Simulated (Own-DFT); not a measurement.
Si4SnGe11 (diamond-structure random alloy, strained, atoms displaced) (calculated)

A calculation, not a measurement: plane-wave density functional theory by an unreviewed code, no spin, of a simulated periodic cell, stress positive in tension, run twice, with PBE and with PBEsol, both on files made for PBE, so the change isn't that of files made for PBEsol, forces on such cells moved up to 12 meV/angstrom on a denser k mesh; the far tail of each file's local potential was reset to the Coulomb form; each entry is a single point on an unrelaxed cell, so the pressure reflects the starting lattice, mostly measured values (interpolated for alloys), from which strain is counted, and rises with the displacements; printed positions are rounded, which can move forces by about a meV/angstrom; the program, named Own-DFT, is a retired in-house code; no spin-orbit coupling; stress was not checked against mesh or cutoff. Program: Own-DFT development build.

```cif
# cell vector a (Å): 11.3629 0.0000 0.0000
# cell vector b (Å): 0.0000 11.3629 0.0000
# cell vector c (Å): 0.0000 0.0000 11.3064
data_Si4SnGe11
_symmetry_space_group_name_H-M 'P 1'
_symmetry_Int_Tables_number 1
_cell_length_a 11.3629
_cell_length_b 11.3629
_cell_length_c 11.3064
_cell_angle_alpha 90.000
_cell_angle_beta 90.000
_cell_angle_gamma 90.000
_cell_volume 1459.83
loop_
_atom_site_label
_atom_site_type_symbol
_atom_site_fract_x
_atom_site_fract_y
_atom_site_fract_z
_atom_site_occupancy
Ge1 Ge 0.00313 0.00597 0.99889 1
Ge2 Ge 0.00469 0.24710 0.24888 1
Ge3 Ge 0.24434 0.99842 0.24865 1
Ge4 Ge 0.24903 0.24710 0.99961 1
Ge5 Ge 0.12833 0.12488 0.12783 1
Si1 Si 0.12083 0.38440 0.37580 1
Sn1 Sn 0.37278 0.12215 0.37377 1
Ge6 Ge 0.37550 0.37389 0.12338 1
Si2 Si 0.99190 0.00446 0.49537 1
Si3 Si 0.00369 0.25346 0.74154 1
Sn2 Sn 0.24203 0.99497 0.75070 1
Ge7 Ge 0.24848 0.25656 0.50071 1
Ge8 Ge 0.12069 0.12177 0.62611 1
Ge9 Ge 0.12125 0.37153 0.87935 1
Ge10 Ge 0.37192 0.11672 0.87874 1
Ge11 Ge 0.36790 0.37640 0.61715 1
Ge12 Ge 0.00522 0.50152 0.99192 1
Ge13 Ge 0.00128 0.74850 0.25294 1
Si4 Si 0.25366 0.50255 0.24788 1
Ge14 Ge 0.25464 0.75077 0.98556 1
Ge15 Ge 0.12676 0.62703 0.12714 1
Si5 Si 0.12704 0.87282 0.37795 1
Ge16 Ge 0.36754 0.62429 0.37243 1
Sn3 Sn 0.37712 0.87460 0.12192 1
Sn4 Sn 0.99629 0.50268 0.50194 1
Ge17 Ge 0.99874 0.74761 0.75040 1
Ge18 Ge 0.25209 0.50333 0.75775 1
Si6 Si 0.24369 0.75040 0.49584 1
Ge19 Ge 0.11925 0.61921 0.62657 1
Si7 Si 0.12224 0.86807 0.87025 1
Si8 Si 0.37277 0.63047 0.87329 1
Ge20 Ge 0.37595 0.87385 0.62270 1
Ge21 Ge 0.50265 0.00361 0.99660 1
Ge22 Ge 0.49407 0.25642 0.25335 1
Si9 Si 0.74531 0.00396 0.24673 1
Ge23 Ge 0.75382 0.25427 0.99907 1
Ge24 Ge 0.62196 0.12752 0.12222 1
Ge25 Ge 0.62099 0.38144 0.38318 1
Ge26 Ge 0.87862 0.12432 0.36693 1
Si10 Si 0.86999 0.38026 0.12209 1
Ge27 Ge 0.50086 0.99715 0.49838 1
Si11 Si 0.49640 0.24971 0.75459 1
Ge28 Ge 0.74037 0.00088 0.75089 1
Si12 Si 0.74999 0.25331 0.49991 1
Si13 Si 0.62395 0.12760 0.62306 1
Ge29 Ge 0.61987 0.37198 0.87789 1
Ge30 Ge 0.88179 0.12156 0.87232 1
Si14 Si 0.87558 0.37657 0.62646 1
Ge31 Ge 0.50405 0.49449 0.99690 1
Ge32 Ge 0.50086 0.74867 0.24993 1
Ge33 Ge 0.75055 0.50456 0.24818 1
Ge34 Ge 0.74972 0.74132 0.99561 1
Si15 Si 0.62376 0.62063 0.12860 1
Ge35 Ge 0.63030 0.87693 0.36758 1
Ge36 Ge 0.86730 0.61864 0.37443 1
Ge37 Ge 0.87479 0.87598 0.12589 1
Ge38 Ge 0.50772 0.50498 0.49853 1
Ge39 Ge 0.50225 0.74732 0.74831 1
Ge40 Ge 0.74180 0.50512 0.75500 1
Si16 Si 0.75862 0.74301 0.50225 1
Ge41 Ge 0.62799 0.62462 0.62401 1
Ge42 Ge 0.62686 0.87487 0.87390 1
Ge43 Ge 0.87137 0.62979 0.87064 1
Ge44 Ge 0.87798 0.87266 0.63422 1
_calc_functional 'PBE, then PBEsol'
_calc_potential_files 'PseudoDojo norm-conserving, scalar-relativistic, standard set'
_calc_wave_cutoff 49  # hartree
_calc_occupations 'Fermi-Dirac'
_calc_smearing_width 0.1  # eV
_calc_k_mesh '3 x 3 x 3 centred on Gamma'
_calc_PBE_pressure 3.31  # GPa
_calc_PBE_stress_xx -3.17  # GPa
_calc_PBE_stress_yy -3.19  # GPa
_calc_PBE_stress_zz -3.57  # GPa
_calc_PBE_stress_yz -0.27  # GPa
_calc_PBE_stress_xz -0.43  # GPa
_calc_PBE_stress_xy 0.31  # GPa
_calc_PBEsol_pressure 0.69  # GPa
_calc_PBEsol_stress_xx -0.55  # GPa
_calc_PBEsol_stress_yy -0.57  # GPa
_calc_PBEsol_stress_zz -0.95  # GPa
_calc_PBEsol_stress_yz -0.25  # GPa
_calc_PBEsol_stress_xz -0.4  # GPa
_calc_PBEsol_stress_xy 0.3  # GPa
_calc_rms_change_of_force_components_from_PBE_to_PBEsol 0.048  # eV/angstrom
```

Force:
```
force element  PBE force x (eV/Å)  PBE force y (eV/Å)  PBE force z (eV/Å)  PBEsol force x (eV/Å)  PBEsol force y (eV/Å)  PBEsol force z (eV/Å)
           Ge                0.31              -1.311               0.145                  0.271                 -1.235                  0.164
           Ge              -0.388               1.599              -0.214                 -0.377                  1.475                 -0.211
           Ge              -1.198              -0.837               0.324                 -1.127                 -0.766                  0.272
           Ge               0.278               0.094               0.241                  0.268                  0.083                  0.245
           Ge              -0.258               0.075              -0.493                 -0.253                  0.073                 -0.478
           Si               1.708              -1.414              -1.486                  1.644                 -1.423                 -1.421
           Sn              -0.343               0.349               0.419                 -0.331                  0.344                  0.405
           Ge              -0.511               0.555              -0.021                 -0.458                  0.497                 -0.046
           Si               0.861              -1.097               0.474                  0.815                 -1.037                  0.491
           Si              -0.714              -0.128               0.564                 -0.646                  -0.17                  0.593
           Sn               0.698               -0.17              -0.227                  0.731                 -0.114                 -0.266
           Ge              -1.752              -0.099              -0.244                 -1.655                  -0.11                 -0.203
           Ge              -1.094               1.455              -1.712                 -0.999                  1.407                 -1.652
           Ge               0.486              -0.372              -1.146                  0.501                 -0.321                 -1.072
           Ge               0.886               1.682              -0.135                  0.834                  1.603                 -0.091
           Ge               1.452               0.595               1.512                  1.372                  0.588                  1.436
           Ge              -1.239               0.348                1.27                 -1.168                  0.355                  1.202
           Ge              -0.254               0.364               0.328                 -0.272                  0.321                  0.274
           Si              -0.797              -0.754              -0.051                  -0.74                 -0.705                 -0.084
           Ge              -1.501              -0.417               0.475                 -1.455                 -0.387                  0.528
           Ge               0.486              -0.181              -0.641                  0.432                 -0.149                 -0.649
           Si              -0.904               0.566               0.089                   -0.9                  0.572                  0.008
           Ge               0.552               0.286               0.478                  0.607                  0.284                  0.464
           Sn              -0.325                0.09              -0.162                 -0.314                  0.092                  -0.16
           Sn              -0.573              -0.896              -0.436                 -0.558                 -0.778                 -0.419
           Ge               0.522               0.101               0.113                  0.457                  0.064                  0.075
           Ge              -0.149              -0.426              -0.465                  -0.19                 -0.447                 -0.497
           Si               0.334              -0.185               0.703                   0.38                 -0.233                  0.737
           Ge               2.167               1.954               1.153                  2.063                  1.877                  1.151
           Si              -1.248              -0.548               1.566                 -1.224                 -0.544                  1.537
           Si               1.242              -1.012              -0.196                  1.213                 -0.988                 -0.193
           Ge               0.288              -1.186              -0.904                  0.312                  -1.12                 -0.851
           Ge               0.869               0.145              -0.321                   0.83                  0.143                  -0.31
           Ge               1.539               0.407              -0.796                   1.48                  0.397                 -0.784
           Si               0.568              -0.047              -0.361                  0.555                 -0.047                 -0.357
           Ge               0.111                -0.5               0.086                  0.059                 -0.511                  0.051
           Ge               0.411               0.569               0.447                  0.365                  0.572                  0.393
           Ge               1.178              -1.021              -1.192                  1.096                 -0.947                 -1.174
           Ge              -1.246               0.177               0.578                 -1.174                  0.211                  0.522
           Si               1.054              -0.145               0.137                  1.029                 -0.145                  0.131
           Ge               1.321              -0.491               0.893                  1.242                 -0.507                  0.836
           Si              -0.269              -0.342              -0.941                 -0.295                 -0.302                 -0.882
           Ge               0.912               0.436              -0.535                   0.92                   0.37                 -0.471
           Si               0.292              -0.314               0.338                  0.286                 -0.301                  0.255
           Si              -0.255               0.455               0.107                 -0.257                  0.372                  0.104
           Ge               0.542               -0.49              -0.866                  0.554                 -0.426                  -0.79
           Ge              -0.548               1.065              -0.722                 -0.554                  0.998                 -0.658
           Si              -1.541              -1.218               1.115                 -1.521                 -1.113                  1.091
           Ge              -0.979               1.484               0.637                  -0.94                  1.364                  0.612
           Ge               0.827              -1.067               0.643                  0.771                 -0.994                  0.649
           Ge              -0.686              -1.072              -0.367                 -0.652                 -1.024                 -0.277
           Ge               -0.55               0.866               1.335                 -0.496                  0.868                  1.247
           Si              -0.142               0.287              -0.687                 -0.138                   0.28                 -0.669
           Ge               0.353              -0.628               1.092                  0.266                 -0.618                  1.064
           Ge               -0.02                1.85              -0.697                  0.008                  1.752                 -0.712
           Ge              -0.271               0.115              -0.156                 -0.232                  0.083                 -0.175
           Ge              -1.861               0.355               0.559                 -1.794                  0.331                  0.532
           Ge              -0.417               0.172               0.114                  -0.37                  0.204                   0.08
           Ge               0.774               -1.21              -0.424                  0.725                  -1.13                 -0.389
           Si              -0.653               1.139              -0.129                 -0.636                  1.108                 -0.125
           Ge               0.144               0.655              -0.242                  0.105                  0.592                 -0.193
           Ge              -0.414              -0.457               0.333                 -0.398                 -0.437                  0.311
           Ge               0.603               -0.96               0.098                  0.574                 -0.923                  0.089
           Ge              -0.669               0.705              -1.397                 -0.643                  0.667                  -1.29
```
